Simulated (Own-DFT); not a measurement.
# Energy and forces against displacement in beta-Si3N4, 112 atoms (N64Si48)

Calculated results; nothing here was measured. The program, named Own-DFT, is a retired in-house plane-wave density functional code that no person has reviewed. Each row is one single-point run on a periodic cell that was not relaxed, without spin or spin-orbit coupling.

Settings of every run: PBE; PseudoDojo norm-conserving scalar-relativistic files; cutoff 42 hartree; 2 x 2 x 4 k mesh centred on Gamma; Fermi-Dirac smearing of 0.1 eV.

Known limits, some of them of some rows only: some atoms lie very close together; forces on such cells moved up to 12 meV/angstrom on a denser k mesh; stress not checked against mesh or cutoff.

Cell vectors in Å: (15.212, 0.000, 0.000); (-7.606, 13.174, 0.000); (0.000, 0.000, 5.818). In each run every atom was moved at random and independently from its ideal site; u is the rms move along one axis. E is the free energy for each atom above the fitted value at u = 0, and F the rms of the force components.

```
run   u (Å)  E (meV/atom)  F (eV/Å)  largest force (eV/Å)  P (GPa)
  1  0.0193          18.4     0.821                  3.31     5.51
  2  0.0200          22.6     0.916                  3.11     5.65
  3  0.0201          19.2     0.826                  3.42     5.44
  4  0.0483         100.0     1.840                  6.78     7.83
  5  0.0496             ?         ?                     ?        ?
  6  0.0517         134.2     2.202                  8.63     8.64
  7  0.0968         477.0     4.557                 23.35    18.14
  8  0.1034         565.3     5.587                 33.73    22.56
  9  0.1423         908.3     6.315                 27.71    28.26
```

## Worked fit

For small independent moves the energy grows as E = (3/2) K u², with K the mean stiffness felt by one atom. The runs with u up to 0.11 Å give K = 33.3 ± 1.3 eV/Å², with residuals divided by u² + 0.0006 Å², since the noise grows with the moves. The scatter is 9.5 meV/atom at u = 0.05 Å. The forces follow F = G u with G = 44.7 eV/Å²; no force at u = 0 is resolved. G exceeds K because the moves of its neighbours add to the force on an atom, and stiffness differs between atoms. At u = 0.142 Å the parabola gives 1011 meV/atom and the run 908. The pressure follows P = 4.68 + 1564 u² GPa: at fixed volume, shortened bonds push harder than stretched ones pull.

## Withheld run

Question: what energy and rms force should run 5 give?

The fit gives 123 ± 11 meV/atom and about 2.21 eV/Å. The calculation gave 131.9 meV/atom and 2.260 eV/Å.
